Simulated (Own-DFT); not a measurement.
# Response to strain: wurtzite GaN, 96 atoms (Ga48N48)

The numbers are computed, not measured, by runs of the plane-wave DFT program Own-DFT (in-house, retired, unreviewed) at fixed positions, with no spin and no spin-orbit coupling.

Settings: PBE; PseudoDojo norm-conserving scalar-relativistic files; cutoff 42 hartree; 3 x 4 x 3 k mesh centred on Gamma; Fermi-Dirac smearing of 0.1 eV.

Known weak points: forces on such cells passed a denser k mesh, each cell not checked; stress not checked against mesh or cutoff.

Unstrained cell vectors in Å: (12.756, 0.000, 0.000); (-4.784, 8.285, 0.000); (0.000, 0.000, 10.370). The unstrained cell has measured lattice constants (interpolated for alloys), not those of this functional. That, the random moves and any unrelaxed bonds set the pressure at no strain. In each run the cell takes a homogeneous strain; fractional positions stay. Random moves of width 0.05 Å per axis were added to every atom. Stress is counted positive in tension, P = -(s_xx + s_yy + s_zz)/3, and strain components are those of the symmetric tensor.

```
run,e_xx (%),e_yy (%),e_zz (%),e_yz (%),e_xz (%),e_xy (%),s_xx (GPa),s_yy (GPa),s_zz (GPa),s_yz (GPa),s_xz (GPa),s_xy (GPa),P (GPa),E (meV/atom)
1,1.78,-0.08,0.62,-1.97,-0.77,-1.75,-0.85,-4.59,-4.85,-3.96,-1.79,-6.05,3.43,6.2
2,0.26,1.26,1.24,0.51,-1.11,-0.56,-4.32,-1.76,-1.30,1.15,-2.71,-2.18,2.46,0.0
3,-0.31,-1.55,-0.48,-1.84,-0.32,1.59,-11.50,-16.55,-11.00,-4.89,-0.60,5.16,13.02,37.5
4,0.50,0.65,0.15,-1.35,0.05,-1.52,-5.47,-4.39,-5.24,-2.54,0.38,-4.00,5.03,0.9
5,0.22,0.58,0.67,1.67,-0.40,-0.53,-6.59,-5.34,-3.67,2.88,-0.80,-1.68,5.20,13.4
6,-0.17,-1.91,-0.07,0.36,-0.59,-0.74,-12.07,-13.55,-11.22,1.21,-0.70,-1.25,12.28,29.4
7,0.27,0.75,-1.03,-0.27,0.44,-1.83,-5.72,-5.44,-12.30,-0.47,0.91,-3.39,7.82,17.1
8,-0.10,-0.77,0.66,1.58,1.10,0.06,-8.81,-10.97,-5.43,3.57,3.16,0.32,8.40,19.5
9,0.95,0.91,0.48,-1.79,-1.49,0.73,-2.34,-3.62,-4.86,-3.82,-3.22,1.51,3.61,15.1
10,0.24,-0.83,0.66,-1.10,0.76,1.03,-5.96,-9.76,-7.73,-2.38,1.53,3.26,7.82,19.0
11,-0.28,0.22,1.65,-1.47,-0.17,-0.60,-6.63,-6.62,-0.67,-3.31,-0.76,-1.44,4.64,1.8
12,0.06,1.03,0.85,-0.81,-0.60,-1.19,-5.30,-3.11,-3.74,-1.73,-1.28,-3.07,4.05,4.8
13,-1.03,0.58,0.41,1.04,-1.09,-1.36,-11.87,-6.33,-5.84,1.10,-2.59,-4.54,8.01,15.5
14,-2.00,0.74,0.44,1.45,0.78,-1.62,-16.17,-7.78,-6.05,2.23,0.41,-5.96,10.00,37.8
15,-0.04,1.35,1.08,-1.67,0.96,0.30,-6.11,-0.87,-3.15,-3.58,2.17,2.39,3.38,6.0
16,1.36,-1.68,-0.85,-0.38,-0.12,-0.94,?,?,?,?,?,?,?,?
```

The last column gives the free energy per atom over the lowest of the runs shown.

## Worked fit

Least squares on the runs shown: each stress against a constant and the strains, taken as fractions with shears doubled. Shear strains stay in the fit of a normal stress only where such slopes are resolved. The slopes, in GPa:

```
stress  at no strain  per e_xx  per e_yy  per e_zz  scatter
  s_xx          -8.1  437 ± 28  121 ± 24   84 ± 37     0.86
  s_yy          -7.9  147 ± 32  376 ± 28   94 ± 43     1.00
  s_zz          -8.1   31 ± 29  108 ± 26  421 ± 39     0.91
```

The slope of each shear stress on twice its own strain, from a fit on all six strains: yz 106 ± 5, xz 112 ± 7, xy 149 ± 14 GPa. These are stiffnesses along x, y and z of the frame in which the cell vectors are given, with the crystal's c axis along z: C11, C12, C13 and C33. Hexagonal symmetry asks that xx and yy behave alike, which is a second check on the noise. No internal relaxation is included, and where it is allowed it would reduce some of the slopes. Slopes across the diagonal should nearly agree, so their difference gauges the noise. A ninth of the table's sum, 202 ± 3 GPa, estimates the bulk modulus near the mean pressure of these runs, 6.6 GPa, so it lies above the value at zero pressure.

## The run left out

The question: what normal stresses and pressure should run 16 give?

Estimate: s_xx = -4.9, s_yy = -13.1, s_zz = -13.1 and P = 10.3 GPa. Computed: -4.27, -16.76, -11.43 and P = 10.82 GPa. The miss is larger than the scatter suggests: chance, or a term that the fit lacks.
